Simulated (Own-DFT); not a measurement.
Simulation results for Si₁₂O₂₃ (quartz with two neutral oxygen vacancies, atoms displaced)

All values are calculated (Own-DFT development build). A calculation, not a measurement: plane-wave PBE and HSE06 DFT by an unreviewed code, no spin, of a simulated cell at Gamma alone, so results move with cell size and shape, stress positive in tension, energies less offsets, not probed for a lower state with spin; oxygen file: force components 24 meV/angstrom off all-electron in a glass; k mesh not checked against a denser one; forces and stress are PBE's, HSE06 gives the energy alone, and its difference from PBE has offsets of its own; offsets are fitted by least squares, one for each functional and potential file, so energies compare only between cells with the same atoms and settings and are not formation energies; the far tail of each file's local potential was reset to the Coulomb form; each entry is a single point on an unrelaxed cell, so the pressure reflects the starting lattice, mostly measured values (interpolated for alloys), from which strain is counted, and rises with the displacements; printed positions are rounded, which can move forces by about a meV/angstrom; the program, named Own-DFT, is a retired in-house code; no spin-orbit coupling.

Settings shared by all entries: first functional PBE; second functional HSE06; exact exchange share 0.25; screening 0.11 1/bohr; exchange divergence Gygi-Baldereschi; potential files PseudoDojo norm-conserving, scalar-relativistic, made for PBE, standard set; wave cutoff 48 hartree; occupations fixed; k mesh 1 x 1 x 1 centred on Gamma.

```json
{"entry": 1, "formula": "Si12O23", "kind": "quartz with two neutral oxygen vacancies, atoms displaced", "structure": {"cell_angstrom": [[9.8268, 0.0, 0.0], [-4.9134, 8.5103, 0.0], [0.0, 0.0, 10.8104]], "atoms_fractional": [["Si", 0.23691, 0.99745, 0.99589], ["Si", 0.99746, 0.23331, 0.33613], ["Si", 0.26766, 0.26654, 0.16656], ["O", 0.20948, 0.13625, 0.06361], ["O", 0.41862, 0.28921, 0.22966], ["O", 0.36822, 0.07923, 0.39227], ["O", 0.07017, 0.36638, 0.43856], ["O", 0.1393, 0.20898, 0.2755], ["Si", 0.23517, 0.00611, 0.49559], ["Si", 0.0026, 0.23642, 0.8364], ["Si", 0.26602, 0.2636, 0.66377], ["O", 0.20821, 0.13693, 0.56223], ["O", 0.42678, 0.29183, 0.72521], ["O", 0.36422, 0.0707, 0.89695], ["O", 0.07888, 0.36828, 0.93972], ["O", 0.13417, 0.20698, 0.77314], ["O", 0.28939, 0.42665, 0.60816], ["Si", 0.23256, 0.49782, 0.00088], ["Si", 0.99999, 0.73866, 0.33295], ["Si", 0.26413, 0.76003, 0.16255], ["O", 0.42975, 0.79287, 0.22404], ["O", 0.36462, 0.57298, 0.39059], ["O", 0.07241, 0.86682, 0.44254], ["O", 0.13172, 0.70872, 0.27795], ["O", 0.28983, 0.92943, 0.10946], ["Si", 0.2332, 0.49775, 0.50509], ["Si", 0.99873, 0.7325, 0.83183], ["Si", 0.2578, 0.75917, 0.66431], ["O", 0.20649, 0.62983, 0.55829], ["O", 0.42952, 0.79542, 0.72614], ["O", 0.37301, 0.58012, 0.8897], ["O", 0.06787, 0.87248, 0.93748], ["O", 0.139, 0.70871, 0.77633], ["O", 0.28613, 0.92126, 0.60724], ["Si", 0.73256, 0.99704, 0.00884], ["Si", 0.49139, 0.22628, 0.32942], ["Si", 0.77184, 0.2703, 0.17171], ["O", 0.71119, 0.13343, 0.05793], ["O", 0.92713, 0.29019, 0.22416], ["O", 0.86176, 0.07124, 0.39407], ["O", 0.57248, 0.36544, 0.43673], ["O", 0.62939, 0.20274, 0.26979], ["O", 0.79576, 0.43251, 0.1103], ["Si", 0.74192, 0.0053, 0.49881], ["Si", 0.5031, 0.23492, 0.83612], ["Si", 0.76538, 0.26603, 0.66623], ["O", 0.70291, 0.13631, 0.55981], ["O", 0.92804, 0.29443, 0.73049], ["O", 0.86508, 0.07231, 0.89369], ["O", 0.57571, 0.36431, 0.94021], ["O", 0.63398, 0.20966, 0.77428], ["O", 0.78762, 0.42997, 0.61234], ["Si", 0.7347, 0.50345, 0.99963], ["Si", 0.49739, 0.73059, 0.33352], ["Si", 0.77048, 0.76783, 0.16965], ["O", 0.70578, 0.63179, 0.06102], ["O", 0.92474, 0.79215, 0.22372], ["O", 0.86599, 0.57311, 0.39438], ["O", 0.57431, 0.86669, 0.4369], ["O", 0.63433, 0.70377, 0.27481], ["O", 0.79397, 0.92446, 0.1119], ["Si", 0.72543, 0.50011, 0.49371], ["Si", 0.50058, 0.73655, 0.82973], ["Si", 0.75542, 0.76096, 0.66431], ["O", 0.70611, 0.63171, 0.55848], ["O", 0.92964, 0.79244, 0.7278], ["O", 0.86165, 0.56992, 0.88751], ["O", 0.57297, 0.86359, 0.93829], ["O", 0.63376, 0.70126, 0.77537], ["O", 0.79414, 0.92605, 0.607]]}, "results": {"PBE_energy_of_cell_above_offsets [eV]": "-21.076", "HSE06_less_PBE_above_offsets [eV]": "0.023", "PBE_pressure [GPa]": 7.16, "PBE_stress_xx [GPa]": -7.04, "PBE_stress_yy [GPa]": -7.42, "PBE_stress_zz [GPa]": -7.03, "PBE_stress_yz [GPa]": -0.19, "PBE_stress_xz [GPa]": 0.45, "PBE_stress_xy [GPa]": -1.05, "force_element": ["Si", "Si", "Si", "O", "O", "O", "O", "O", "Si", "Si", "Si", "O", "O", "O", "O", "O", "O", "Si", "Si", "Si", "O", "O", "O", "O", "O", "Si", "Si", "Si", "O", "O", "O", "O", "O", "O", "Si", "Si", "Si", "O", "O", "O", "O", "O", "O", "Si", "Si", "Si", "O", "O", "O", "O", "O", "O", "Si", "Si", "Si", "O", "O", "O", "O", "O", "O", "Si", "Si", "Si", "O", "O", "O", "O", "O", "O"], "force_x [eV/angstrom]": [-3.637, 1.837, -3.397, 0.561, 2.397, -1.095, 0.067, -2.121, 0.63, -0.339, -0.505, -0.058, 0.617, 2.421, -1.709, 0.407, 1.294, 3.055, -0.534, -0.18, -0.458, -0.937, -0.619, 1.958, 1.03, 0.245, 0.124, 2.121, -1.361, -1.833, -1.783, 0.486, -0.753, -0.697, 1.039, 2.667, -2.708, -1.607, 2.076, 2.298, -1.453, -0.071, 0.358, -3.895, -1.503, -0.158, 0.97, -0.684, -0.112, -0.504, 0.985, -0.373, 1.207, 0.849, -2.89, -0.872, 3.064, 0.245, 0.445, 0.128, -0.255, 3.43, 1.08, 3.377, -1.618, -2.659, 0.249, 0.426, -0.442, -0.324], "force_y [eV/angstrom]": [0.126, 0.198, 2.284, -2.216, 1.093, -3.852, 0.63, -0.47, -1.86, -1.946, 1.632, -1.927, -0.009, 1.841, -0.536, -0.022, -0.51, 2.528, -1.055, -1.228, 0.228, -1.974, 0.428, -0.035, -1.103, -0.287, 0.717, 1.481, 0.901, 0.24, -3.057, -0.734, -0.811, 1.425, -0.85, 4.641, -0.965, 2.583, 0.361, 1.364, -1.969, -0.192, -0.321, -2.447, -0.749, 1.38, -1.311, 0.308, -0.294, 0.625, -0.756, 0.269, -0.968, 1.368, -2.593, 1.344, 0.757, 0.59, 1.007, -0.182, 1.339, -0.593, 0.854, 0.527, 1.014, 0.177, -0.362, 1.295, -0.194, 0.825], "force_z [eV/angstrom]": [2.752, -1.613, -2.341, -2.11, 0.317, 1.569, 1.073, 1.559, 2.34, -0.762, 3.295, -2.611, 0.523, -2.859, -0.134, -0.213, 1.112, 3.014, 0.664, -0.627, -0.315, 1.489, -0.281, -1.34, 0.739, -3.578, 0.683, 0.607, 0.388, -1.96, 1.886, 0.0, 1.126, -1.393, -3.655, -0.677, -2.999, 2.114, 1.2, -2.587, -1.281, 0.412, 0.023, 2.631, -1.186, 0.902, -1.165, -0.936, 0.875, 1.088, -0.1, -1.254, -0.132, -0.669, -1.091, 0.629, 1.395, -0.765, 0.987, 0.137, -0.155, 2.128, 0.371, 1.331, 0.018, -2.315, 0.614, 1.351, 0.13, -0.371]}}
{"entry": 2, "formula": "Si12O23", "kind": "quartz with two neutral oxygen vacancies, atoms displaced", "structure": {"cell_angstrom": [[9.8268, 0.0, 0.0], [-4.9134, 8.5103, 0.0], [0.0, 0.0, 10.8104]], "atoms_fractional": [["Si", 0.23892, 0.00093, 0.00376], ["Si", 0.9997, 0.23503, 0.33332], ["Si", 0.26287, 0.26562, 0.16642], ["O", 0.21128, 0.13882, 0.05667], ["O", 0.42574, 0.29127, 0.22149], ["O", 0.36307, 0.07613, 0.39634], ["O", 0.07358, 0.36691, 0.4417], ["O", 0.13434, 0.20738, 0.27298], ["O", 0.29392, 0.42187, 0.10915], ["Si", 0.23038, 0.99519, 0.50437], ["Si", 0.00077, 0.23879, 0.83492], ["Si", 0.26425, 0.26607, 0.66279], ["O", 0.20816, 0.1343, 0.56227], ["O", 0.42337, 0.28725, 0.72407], ["O", 0.37469, 0.07559, 0.89386], ["O", 0.07572, 0.36705, 0.94224], ["O", 0.13395, 0.20921, 0.77674], ["O", 0.29495, 0.42613, 0.61049], ["Si", 0.23307, 0.49726, 0.00052], ["Si", 0.00214, 0.73715, 0.33313], ["Si", 0.26074, 0.7655, 0.16841], ["O", 0.21028, 0.63057, 0.05857], ["O", 0.42613, 0.78931, 0.2244], ["O", 0.37027, 0.57409, 0.39516], ["O", 0.07496, 0.86438, 0.44025], ["O", 0.29627, 0.93077, 0.1044], ["Si", 0.2371, 0.5005, 0.49933], ["Si", 0.99696, 0.73774, 0.83085], ["Si", 0.26346, 0.76265, 0.66421], ["O", 0.20223, 0.62967, 0.55978], ["O", 0.42603, 0.78848, 0.72069], ["O", 0.36519, 0.56779, 0.89096], ["O", 0.06582, 0.86492, 0.94324], ["O", 0.13458, 0.70394, 0.77473], ["O", 0.29242, 0.92376, 0.60585], ["Si", 0.72905, 0.99367, 0.00063], ["Si", 0.4943, 0.22876, 0.33405], ["Si", 0.76344, 0.26052, 0.16739], ["O", 0.70161, 0.13363, 0.06275], ["O", 0.92411, 0.29448, 0.22753], ["O", 0.86481, 0.07748, 0.38993], ["O", 0.57293, 0.37106, 0.4438], ["O", 0.63108, 0.20284, 0.27084], ["O", 0.796, 0.43096, 0.11187], ["Si", 0.73147, 0.00284, 0.4994], ["Si", 0.49781, 0.23182, 0.83226], ["Si", 0.76544, 0.26463, 0.66386], ["O", 0.70892, 0.13494, 0.56083], ["O", 0.92579, 0.29332, 0.7235], ["O", 0.86686, 0.07474, 0.88859], ["O", 0.56755, 0.36531, 0.94194], ["O", 0.63336, 0.20388, 0.77407], ["O", 0.79495, 0.42342, 0.61001], ["Si", 0.73876, 0.49999, 0.00123], ["Si", 0.49469, 0.73425, 0.33513], ["Si", 0.76981, 0.76868, 0.16415], ["O", 0.70745, 0.63242, 0.06011], ["O", 0.87024, 0.57172, 0.39541], ["O", 0.56998, 0.86988, 0.43893], ["O", 0.63133, 0.69981, 0.27287], ["O", 0.79306, 0.92571, 0.10238], ["Si", 0.73699, 0.50122, 0.5014], ["Si", 0.49565, 0.7292, 0.83787], ["Si", 0.77111, 0.77213, 0.66783], ["O", 0.69977, 0.63201, 0.55908], ["O", 0.92704, 0.80022, 0.72925], ["O", 0.86451, 0.56911, 0.89101], ["O", 0.56828, 0.86382, 0.94481], ["O", 0.63352, 0.70518, 0.77343], ["O", 0.79504, 0.92873, 0.61537]]}, "results": {"PBE_energy_of_cell_above_offsets [eV]": "-21.962", "HSE06_less_PBE_above_offsets [eV]": "0.146", "PBE_pressure [GPa]": 6.05, "PBE_stress_xx [GPa]": -3.52, "PBE_stress_yy [GPa]": -9.62, "PBE_stress_zz [GPa]": -5.0, "PBE_stress_yz [GPa]": 0.69, "PBE_stress_xz [GPa]": -1.52, "PBE_stress_xy [GPa]": 0.21, "force_element": ["Si", "Si", "Si", "O", "O", "O", "O", "O", "O", "Si", "Si", "Si", "O", "O", "O", "O", "O", "O", "Si", "Si", "Si", "O", "O", "O", "O", "O", "Si", "Si", "Si", "O", "O", "O", "O", "O", "O", "Si", "Si", "Si", "O", "O", "O", "O", "O", "O", "Si", "Si", "Si", "O", "O", "O", "O", "O", "O", "Si", "Si", "Si", "O", "O", "O", "O", "O", "Si", "Si", "Si", "O", "O", "O", "O", "O", "O"], "force_x [eV/angstrom]": [-2.311, 0.234, 1.726, -0.274, 1.118, -0.359, -0.071, -0.804, -1.662, 0.307, -0.219, 0.288, -0.392, 0.179, -1.539, -1.303, 0.907, -1.179, 2.426, -0.545, -1.196, -1.42, -1.006, -0.407, -0.754, 1.975, 0.069, 2.036, 0.407, -0.184, 0.884, -0.56, 1.074, -1.2, 0.264, 0.155, 0.738, -1.118, 0.963, 1.531, -0.593, -0.313, -1.295, 0.562, 2.293, 0.85, -0.325, -0.843, 1.258, -1.408, 0.819, 0.398, -1.301, -1.389, 3.15, 1.701, -0.21, 0.712, -0.139, -1.076, 0.609, -0.324, 0.899, -2.063, 0.747, 1.281, 0.567, -0.978, -0.388, -1.979], "force_y [eV/angstrom]": [0.972, 1.231, -1.605, -0.829, -0.274, -1.773, -0.21, -0.614, 3.212, 1.986, -0.46, -0.817, -1.751, 0.272, -3.026, -0.667, 0.111, 2.376, -0.25, -0.87, -0.912, 1.93, 0.577, -1.164, 0.225, -1.4, -0.666, -1.283, -0.512, -0.212, -0.048, -1.265, 0.923, 0.328, 0.389, 3.551, 3.396, 2.276, -2.299, 0.292, -1.861, -1.9, -0.492, -0.73, -1.276, 2.415, -0.641, -0.538, 0.295, -1.505, 0.579, 0.017, 2.691, -1.322, 0.461, -1.753, 0.365, 0.191, 0.144, 0.738, 0.625, -0.147, 1.507, -3.591, 0.969, 0.568, 0.829, -1.121, 0.134, 3.204], "force_z [eV/angstrom]": [-3.704, -0.56, 0.182, -0.311, 1.322, 0.606, -0.269, 0.952, -1.749, -0.559, -1.378, 3.568, -1.605, -0.163, 1.602, -0.038, -0.928, -1.734, 0.467, -4.057, 0.914, 1.216, -0.553, 0.324, 0.838, 2.25, 1.317, 1.805, 1.415, -0.789, 1.16, 0.878, 0.414, 0.233, 0.398, -1.562, -0.752, -0.157, -2.05, 0.464, 1.154, -1.529, 1.596, 0.248, 0.634, -0.241, 2.874, -1.069, 0.735, 1.755, 0.118, -0.415, -1.627, -0.442, -1.337, 2.928, -0.323, -0.289, 0.366, 0.318, 0.83, 0.858, -2.605, -0.236, 0.748, -0.51, -0.836, -0.679, 0.649, -3.075]}}
{"entry": 3, "formula": "Si12O23", "kind": "quartz with two neutral oxygen vacancies, atoms displaced", "structure": {"cell_angstrom": [[9.8268, 0.0, 0.0], [-4.9134, 8.5103, 0.0], [0.0, 0.0, 10.8104]], "atoms_fractional": [["Si", 0.23305, 0.99316, 0.9963], ["Si", 0.99937, 0.23832, 0.33289], ["Si", 0.26373, 0.26894, 0.16128], ["O", 0.20961, 0.1374, 0.05844], ["O", 0.4278, 0.29375, 0.22856], ["O", 0.36728, 0.06892, 0.39151], ["O", 0.07344, 0.36835, 0.44065], ["O", 0.12701, 0.20056, 0.27293], ["O", 0.29696, 0.4308, 0.10991], ["Si", 0.23105, 0.99898, 0.49965], ["Si", 0.99456, 0.23295, 0.83524], ["Si", 0.2679, 0.26575, 0.66631], ["O", 0.20442, 0.13052, 0.55312], ["O", 0.4275, 0.29239, 0.72556], ["O", 0.36404, 0.07222, 0.89146], ["O", 0.06513, 0.36685, 0.94447], ["O", 0.13538, 0.19973, 0.77559], ["O", 0.29513, 0.42729, 0.61045], ["Si", 0.23149, 0.50042, 0.00328], ["Si", 0.99743, 0.7347, 0.33719], ["Si", 0.26759, 0.76711, 0.16554], ["O", 0.20711, 0.63648, 0.05836], ["O", 0.42833, 0.78827, 0.22401], ["O", 0.36473, 0.56955, 0.39481], ["O", 0.07759, 0.87251, 0.44532], ["O", 0.13175, 0.70547, 0.27195], ["O", 0.29329, 0.92859, 0.10691], ["Si", 0.22983, 0.4975, 0.50184], ["Si", 0.00343, 0.73933, 0.83374], ["Si", 0.26593, 0.76315, 0.66442], ["O", 0.20479, 0.631, 0.55985], ["O", 0.43262, 0.80103, 0.72854], ["O", 0.36439, 0.57272, 0.89625], ["O", 0.07538, 0.86629, 0.93856], ["O", 0.13405, 0.70885, 0.77079], ["O", 0.29285, 0.91811, 0.61259], ["Si", 0.7385, 0.00693, 0.00194], ["Si", 0.49182, 0.22965, 0.33681], ["Si", 0.76451, 0.26462, 0.16404], ["O", 0.92752, 0.29615, 0.22607], ["O", 0.86125, 0.06588, 0.39382], ["O", 0.56887, 0.36166, 0.44114], ["O", 0.63478, 0.20379, 0.27274], ["Si", 0.72437, 0.99751, 0.49893], ["Si", 0.49832, 0.23494, 0.83339], ["Si", 0.76296, 0.26368, 0.66566], ["O", 0.70597, 0.13024, 0.55549], ["O", 0.93178, 0.29175, 0.7254], ["O", 0.86397, 0.07103, 0.89437], ["O", 0.56496, 0.36895, 0.9395], ["O", 0.63998, 0.2109, 0.77459], ["O", 0.79982, 0.43268, 0.60247], ["Si", 0.72867, 0.49719, 0.00077], ["Si", 0.49934, 0.73029, 0.3342], ["Si", 0.7619, 0.76708, 0.16722], ["O", 0.70576, 0.62626, 0.06449], ["O", 0.92585, 0.79357, 0.2227], ["O", 0.86663, 0.57146, 0.39093], ["O", 0.56894, 0.86836, 0.43728], ["O", 0.6359, 0.70961, 0.27502], ["O", 0.79496, 0.92831, 0.1093], ["Si", 0.73463, 0.50446, 0.49951], ["Si", 0.49569, 0.73732, 0.83217], ["Si", 0.7669, 0.76152, 0.66871], ["O", 0.70522, 0.63093, 0.56011], ["O", 0.93077, 0.79389, 0.72477], ["O", 0.86615, 0.57224, 0.89158], ["O", 0.57381, 0.86809, 0.9409], ["O", 0.63062, 0.70603, 0.77021], ["O", 0.79303, 0.92764, 0.60413]]}, "results": {"PBE_energy_of_cell_above_offsets [eV]": "-21.913", "HSE06_less_PBE_above_offsets [eV]": "0.169", "PBE_pressure [GPa]": 5.69, "PBE_stress_xx [GPa]": -4.77, "PBE_stress_yy [GPa]": -6.98, "PBE_stress_zz [GPa]": -5.34, "PBE_stress_yz [GPa]": -0.54, "PBE_stress_xz [GPa]": -0.53, "PBE_stress_xy [GPa]": -0.35, "force_element": ["Si", "Si", "Si", "O", "O", "O", "O", "O", "O", "Si", "Si", "Si", "O", "O", "O", "O", "O", "O", "Si", "Si", "Si", "O", "O", "O", "O", "O", "O", "Si", "Si", "Si", "O", "O", "O", "O", "O", "O", "Si", "Si", "Si", "O", "O", "O", "O", "Si", "Si", "Si", "O", "O", "O", "O", "O", "O", "Si", "Si", "Si", "O", "O", "O", "O", "O", "O", "Si", "Si", "Si", "O", "O", "O", "O", "O", "O"], "force_x [eV/angstrom]": [-0.352, -0.125, 1.358, 0.548, -1.498, -0.884, -0.997, 0.925, -0.897, 4.73, 2.898, -1.202, -0.978, 0.638, 0.732, 0.392, -1.312, -0.626, 0.346, 0.546, -0.158, -0.689, -0.326, 0.091, -2.635, -0.278, 0.438, 2.175, 0.102, 1.088, -0.477, -1.773, 0.161, -1.277, 0.207, -2.473, -2.577, 2.468, -0.819, 0.137, 0.476, 0.475, -1.496, 4.032, 0.84, 1.707, -2.44, -2.066, 1.073, -0.364, -1.528, 0.622, 3.331, -1.0, 1.416, -1.641, 1.126, -0.487, -1.263, 0.052, -0.035, 0.648, 2.24, -1.653, -1.082, -0.192, -0.32, -0.044, -0.395, 0.344], "force_y [eV/angstrom]": [3.341, -2.703, -2.026, -1.763, 0.154, -2.314, -0.849, 0.654, 1.778, 0.759, 0.254, -1.658, 2.664, 0.256, -0.08, -0.186, 0.385, 0.81, -0.541, 1.732, -0.237, 0.23, 0.154, -0.183, -4.278, 0.232, 0.032, 0.148, -2.535, -1.805, 0.155, 0.146, 0.254, -0.243, -0.582, 4.817, 0.77, 1.435, -0.244, 0.83, 1.792, 1.412, -0.121, -1.102, 0.002, 1.182, 3.274, 0.339, 0.081, -0.439, -0.433, -1.353, -2.102, 0.491, -0.588, 1.807, -0.111, -0.541, -1.51, -0.829, 0.489, -2.772, -0.925, 2.082, 1.167, 0.389, 0.082, 0.105, -0.368, -1.264], "force_z [eV/angstrom]": [1.97, 0.757, 3.247, -1.555, -1.01, 1.391, -0.161, -0.87, -0.782, 1.716, 0.161, -0.262, 2.06, -0.491, -0.625, -0.103, 0.54, -0.727, -0.906, -1.874, 0.963, 0.032, -0.233, 0.064, -2.545, 0.469, 0.244, 0.185, -0.87, 2.096, -0.011, -1.857, -0.586, 0.528, 0.668, -3.357, 2.621, -2.173, -3.279, -0.195, -0.992, 1.171, 1.043, -0.558, 0.145, -1.498, 2.274, -1.675, -1.276, -0.372, 1.213, 1.01, 0.281, 0.154, -0.377, 0.929, 1.363, 0.404, -0.404, 0.678, -0.531, -1.221, 1.744, -1.041, 0.405, -0.263, 0.348, 0.247, 0.819, 0.738]}}
```
